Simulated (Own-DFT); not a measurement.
# Computed records: GaP (zincblende, strained, atoms displaced)

All values are calculated (Own-DFT development build). A calculation, not a measurement: plane-wave PBE density functional theory by an unreviewed code, no spin, of a simulated periodic cell, stress positive in tension, free energy of the whole cell less one offset for each atom, forces on such cells passed a denser k mesh, this cell's mesh not checked; offsets are fitted by least squares, one for each functional and potential file, so energies compare only between cells with the same atoms and settings and are not formation energies; the far tail of each file's local potential was reset to the Coulomb form; each entry is a single point on an unrelaxed cell, so the pressure reflects the starting lattice, mostly measured values (interpolated for alloys), from which strain is counted, and rises with the displacements; printed positions are rounded, which can move forces by about a meV/angstrom; the program, named Own-DFT, is a retired in-house code; no spin-orbit coupling.

Entry: GaP (zincblende, strained, atoms displaced)

```
GaP
1.0
     10.8620     0.0000     0.0000
      0.0000    10.8620     0.0000
      0.0000     0.0000    10.9361
Ga P Ga P Ga P Ga P Ga P Ga P Ga P Ga P
4 4 4 4 4 4 4 4 4 4 4 4 4 4 4 4
Direct
  0.99901 0.00220 0.00079
  0.99545 0.26108 0.25650
  0.25558 0.99133 0.24624
  0.24699 0.26034 0.00322
  0.12380 0.12210 0.12860
  0.12910 0.37061 0.36974
  0.37552 0.12843 0.38359
  0.37388 0.37120 0.12867
  0.00544 0.00601 0.50246
  0.00088 0.25448 0.74527
  0.24889 0.99530 0.74716
  0.25184 0.24382 0.49823
  0.12691 0.12589 0.62398
  0.11614 0.37677 0.88004
  0.37894 0.13164 0.87688
  0.36699 0.37589 0.62953
  0.99847 0.51278 0.99766
  0.99292 0.75306 0.24847
  0.24930 0.50100 0.25108
  0.25162 0.74211 0.00179
  0.13266 0.61575 0.12483
  0.12752 0.87187 0.37525
  0.37599 0.62402 0.37315
  0.38091 0.87601 0.12104
  0.00548 0.49881 0.50110
  0.99942 0.75300 0.74602
  0.24889 0.50151 0.74986
  0.25095 0.75460 0.49898
  0.13718 0.62284 0.62180
  0.12333 0.87558 0.87429
  0.37515 0.62577 0.86915
  0.36379 0.88431 0.63023
  0.50411 0.00133 0.99412
  0.49709 0.24981 0.24259
  0.75585 0.00659 0.26118
  0.74663 0.25786 0.00230
  0.63173 0.13194 0.12356
  0.62543 0.37768 0.38541
  0.87595 0.12445 0.37807
  0.87308 0.38523 0.12501
  0.49804 0.99948 0.49847
  0.50354 0.25238 0.74557
  0.74682 0.99616 0.75451
  0.75268 0.25226 0.49936
  0.62964 0.12342 0.63194
  0.62939 0.38049 0.87746
  0.88651 0.12500 0.87429
  0.87527 0.37824 0.62712
  0.50493 0.49421 0.00104
  0.49986 0.75617 0.25100
  0.75306 0.50589 0.24952
  0.75627 0.74901 0.00237
  0.62480 0.62438 0.12389
  0.62404 0.87344 0.37429
  0.87369 0.62999 0.38032
  0.86467 0.87877 0.12020
  0.49822 0.50367 0.49450
  0.50192 0.74353 0.74858
  0.75476 0.50198 0.75163
  0.75181 0.74967 0.50067
  0.62894 0.62370 0.62139
  0.62724 0.87244 0.87730
  0.87780 0.62293 0.88010
  0.86874 0.87605 0.62848
```

Here we set functional PBE, potential files PseudoDojo norm-conserving, scalar-relativistic, standard set, wave cutoff 42 hartree, occupations Fermi-Dirac, smearing width 0.1 eV and k mesh 3 x 3 x 3 centred on Gamma.

Results for GaP (zincblende, strained, atoms displaced): free energy of cell above offsets -33.524 eV; pressure 3.53 GPa; stress xx -3.71 GPa; stress yy -3.65 GPa; stress zz -3.24 GPa; stress yz -0.12 GPa; stress xz -0.31 GPa; stress xy 0.65 GPa.

Force:
```
element  x (eV/Å)  y (eV/Å)  z (eV/Å)
     Ga     0.408    -0.299     0.203
     Ga     -0.17    -1.039    -1.158
     Ga    -0.301      0.91     0.545
     Ga    -0.242    -1.214    -0.235
      P     0.074     0.583      0.21
      P     0.043     0.595     1.119
      P     0.535    -0.813    -1.833
      P      0.02     1.153    -0.373
     Ga    -0.432     -0.95    -0.085
     Ga     0.164    -0.367     0.331
     Ga    -0.726     1.687     1.688
     Ga    -0.431     0.958     0.594
      P     0.021      0.27     0.481
      P     0.611     0.409    -0.577
      P    -0.682    -0.215    -0.303
      P     0.919    -0.129     -0.86
     Ga     0.593     -1.44     0.875
     Ga      0.52    -0.109    -0.252
     Ga     0.626    -0.552     0.227
     Ga     0.071     0.774    -0.423
      P    -1.111     1.379     0.183
      P    -0.619     0.445     -0.38
      P    -0.215     0.802    -0.086
      P    -0.193    -0.251    -0.282
     Ga     0.058     0.142    -0.215
     Ga     0.314    -0.543     0.084
     Ga    -0.261    -0.484     0.818
     Ga     0.423    -0.338     0.077
      P    -1.406     0.549     0.085
      P     0.172    -0.376     0.486
      P     0.301    -0.658     0.916
      P     2.263    -1.808    -1.328
     Ga     0.074      0.44     0.418
     Ga     0.715    -0.245     1.369
     Ga    -1.065    -0.578    -1.172
     Ga     1.236    -0.367    -0.468
      P     -0.48    -1.017     0.491
      P     0.006    -0.296    -1.673
      P     0.693     0.864     0.414
      P     0.451    -0.429     -0.04
     Ga     0.311     0.079     0.774
     Ga    -0.177     0.208     0.467
     Ga     0.623     0.589     0.437
     Ga    -0.272    -0.346     0.656
      P    -0.221     0.102    -0.986
      P    -0.255    -0.497    -0.951
      P    -1.555     0.521    -0.134
      P     0.199    -0.063    -0.471
     Ga    -0.855      0.65     0.079
     Ga      0.07    -0.795    -0.464
     Ga    -0.607    -0.141     0.715
     Ga    -1.032    -0.416    -0.381
      P    -0.102     0.405     0.274
      P     0.331     0.469     0.446
      P     0.668    -0.653    -0.484
      P     1.143     0.417         1
     Ga    -0.231    -0.452     1.115
     Ga    -0.035      0.95    -0.318
     Ga    -0.328     0.132      0.06
     Ga    -0.363     0.493     0.158
      P    -0.351    -0.051     0.313
      P    -0.227    -0.538    -0.155
      P    -0.454     1.297    -1.367
      P     0.743     0.196    -0.656
```
